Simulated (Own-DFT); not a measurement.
# How strain changes the stress of bcc W, 16 atoms (W16)

These are calculations, not measurements. They come from Own-DFT, an in-house plane-wave density functional program, since retired, whose code no person has reviewed. Each row is one single-point run on a periodic cell that was not relaxed, without spin or spin-orbit coupling.

Settings of every run: PBE; PseudoDojo norm-conserving scalar-relativistic files; cutoff 50 hartree; 5 x 5 x 5 k mesh centred on Gamma; cold (Marzari-Vanderbilt) smearing of 0.2 eV.

Known limits: forces on such cells failed a check on a denser k mesh; stress not checked against mesh or cutoff.

Unstrained cell vectors in Å: (6.330, 0.000, 0.000); (0.000, 6.330, 0.000); (0.000, 0.000, 6.330). The unstrained cell has measured lattice constants (interpolated for alloys), not those of this functional. That, the random moves and any unrelaxed bonds set the pressure at no strain. Each run strains this cell uniformly, with the atoms carried along. Every atom was also moved at random, by a Gaussian of width 0.05 Å on each axis. Strain is the symmetric tensor, in per cent. Stress is positive in tension, and the pressure is minus a third of its trace.

| run | e_xx (%) | e_yy (%) | e_zz (%) | e_yz (%) | e_xz (%) | e_xy (%) | s_xx (GPa) | s_yy (GPa) | s_zz (GPa) | s_yz (GPa) | s_xz (GPa) | s_xy (GPa) | P (GPa) | E (meV/atom) |
|---|---|---|---|---|---|---|---|---|---|---|---|---|---|---|
| 1 | 0.86 | 0.84 | 1.46 | 0.60 | -1.76 | 0.66 | 1.00 | 0.22 | 2.43 | 2.12 | -5.14 | 2.37 | -1.21 | 22.9 |
| 2 | 1.16 | 0.23 | -0.43 | -1.94 | 1.96 | -0.11 | -2.86 | -5.15 | -8.13 | -5.92 | 5.85 | 0.23 | 5.38 | 24.8 |
| 3 | 0.75 | -0.15 | -1.10 | 1.32 | -1.94 | -0.52 | -6.60 | -9.52 | -13.31 | 4.13 | -5.91 | -1.21 | 9.81 | 19.2 |
| 4 | 0.99 | -1.86 | -1.51 | 0.08 | 1.12 | -1.82 | -10.35 | -19.64 | -19.10 | 0.85 | 3.90 | -5.82 | 16.36 | 49.5 |
| 5 | -1.60 | 1.59 | -0.49 | 0.14 | -1.65 | 1.31 | -15.13 | -4.81 | -11.39 | 1.19 | -5.11 | 4.32 | 10.44 | 45.3 |
| 6 | 0.60 | 1.92 | -0.18 | -1.25 | -1.01 | 0.43 | -0.82 | 2.67 | -3.75 | -3.73 | -2.64 | 1.03 | 0.63 | 0.1 |
| 7 | 0.00 | 1.26 | -1.71 | -0.25 | 0.19 | 1.92 | -8.20 | -4.21 | -14.36 | -1.16 | 0.83 | 6.00 | 8.92 | 0.0 |
| 8 | 1.24 | 1.09 | -1.28 | -0.73 | 1.09 | -1.37 | -1.56 | -1.75 | -9.43 | -1.45 | 2.94 | -4.18 | 4.24 | 0.9 |
| 9 | -1.90 | 1.07 | -1.14 | 1.91 | -0.79 | -1.27 | -19.98 | -10.14 | -16.98 | 6.08 | -2.10 | -3.64 | 15.70 | 60.4 |
| 10 | -1.26 | -0.30 | -0.20 | -0.86 | -1.99 | 1.75 | -17.72 | -14.00 | -13.32 | -2.42 | -6.38 | 5.26 | 15.02 | 61.8 |
| 11 | -0.40 | 0.97 | -1.55 | -1.50 | -0.63 | -1.11 | -11.82 | -7.49 | -15.21 | -4.68 | -2.59 | -3.97 | 11.51 | 28.0 |
| 12 | 1.48 | -1.00 | 1.43 | -1.07 | 0.30 | -0.55 | -0.68 | -7.11 | 0.10 | -2.73 | 1.20 | -1.47 | 2.57 | 20.1 |
| 13 | 1.33 | 0.41 | -1.59 | -1.15 | -1.54 | 0.73 | -3.08 | -6.36 | -12.66 | -3.18 | -4.58 | 1.78 | 7.36 | 2.9 |
| 14 | 1.14 | 0.94 | 1.08 | -0.96 | -0.25 | -1.40 | 2.11 | 1.75 | 1.67 | -2.53 | -1.05 | -4.06 | -1.85 | 1.3 |
| 15 | -0.06 | 0.44 | 0.27 | 1.05 | 1.16 | 1.14 | ? | ? | ? | ? | ? | ? | ? | ? |

E is the free energy for each atom above the lowest run shown.

## Worked fit

Each stress component was fitted by least squares to a constant and the strains of the runs shown, as fractions, with shears doubled. Shear strains stay in the fit of a normal stress only where such slopes are resolved. The slopes, in GPa:

```
stress,at no strain,per e_xx,per e_yy,per e_zz,scatter
s_xx,-9.1,592 ± 10,258 ± 11,174 ± 10,0.38
s_yy,-8.7,260 ± 12,551 ± 13,189 ± 12,0.46
s_zz,-8.9,243 ± 9,245 ± 10,514 ± 9,0.34
```

Each shear stress against twice its own strain: yz 153 ± 6, xz 157 ± 5, xy 159 ± 4 GPa. These are stiffnesses along x, y and z of the frame in which the cell vectors are given, which need not be the crystal's axes. The atoms are held to the strained lattice; where symmetry lets them move under strain, relaxing them would lower some slopes. The table should be nearly symmetric about its diagonal, and what it lacks of that shows the noise. A ninth of its sum, 336 ± 9 GPa, estimates the bulk modulus near the mean pressure of these runs, 7.5 GPa, so it lies above the value at zero pressure.

## Withheld run

Question: what normal stresses and pressure should run 15 give?

The fit gives s_xx = -7.8, s_yy = -5.9, s_zz = -6.6 and P = 6.8 GPa. The calculation gave -6.66, -5.39, -5.41 and P = 5.82 GPa.
